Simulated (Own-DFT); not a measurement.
# How strain changes the stress of grey tin, 32 atoms (Sn32)

Calculated results; nothing here was measured. They come from Own-DFT, an in-house plane-wave density functional program, since retired, whose code no person has reviewed. Each row is one single-point run on a periodic cell that was not relaxed, without spin or spin-orbit coupling.

Settings of every run: PBE; PseudoDojo norm-conserving scalar-relativistic files; cutoff 42 hartree; 3 x 3 x 5 k mesh centred on Gamma; cold (Marzari-Vanderbilt) smearing of 0.2 eV.

Known limits: forces on such cells failed a check on a denser k mesh; stress not checked against mesh or cutoff.

Unstrained cell vectors in Å: (12.978, 0.000, 0.000); (0.000, 12.978, 0.000); (0.000, 0.000, 6.489). The unstrained cell has measured lattice constants (interpolated for alloys), not those of this functional. That, the random moves and any unrelaxed bonds set the pressure at no strain. Each run strains this cell uniformly, with the atoms carried along. Every atom was also moved at random, by a Gaussian of width 0.05 Å on each axis. Strain is the symmetric tensor, in per cent. Stress is positive in tension, and the pressure is minus a third of its trace.

| run | e_xx (%) | e_yy (%) | e_zz (%) | s_xx (GPa) | s_yy (GPa) | s_zz (GPa) | P (GPa) | E (meV/atom) |
|---|---|---|---|---|---|---|---|---|
| 1 | 0.50 | 0.50 | 0.00 | -2.96 | -2.92 | -3.08 | 2.99 | 7.4 |
| 2 | -2.25 | -2.25 | 0.00 | -6.36 | -6.45 | -5.78 | 6.20 | 67.2 |
| 3 | -1.75 | -1.75 | 0.00 | -5.71 | -5.76 | -5.16 | 5.54 | 54.4 |
| 4 | -3.00 | -3.00 | 0.00 | -7.51 | -7.57 | -6.61 | 7.23 | 93.2 |
| 5 | 2.00 | 2.00 | 0.00 | -1.53 | -1.41 | -2.07 | 1.67 | 0.0 |
| 6 | -0.75 | -0.75 | 0.00 | -4.66 | -4.59 | -4.42 | 4.56 | 53.1 |
| 7 | -0.25 | -0.25 | 0.00 | -3.94 | -3.93 | -3.85 | 3.91 | 32.9 |
| 8 | 1.50 | 1.50 | 0.00 | ? | ? | ? | ? | ? |

E is the free energy for each atom above the lowest run shown.

## Worked fit

The change of volume is close to e_xx + e_yy + e_zz. A straight line through the runs shown gives P = 3.72 - 56 x (fractional change of volume) GPa, with an error of 2 on the slope and a scatter of 0.17 GPa. The strain isn't the same on all axes, but the crystal is cubic, so the slope still estimates the bulk modulus, averaged over pressures from 1.7 to 7.2 GPa.

## Withheld run

Question: what pressure should run 8 give? Its volume changes by 3.02 %.

The line gives 2.0 GPa. The calculation gave 2.10 GPa.
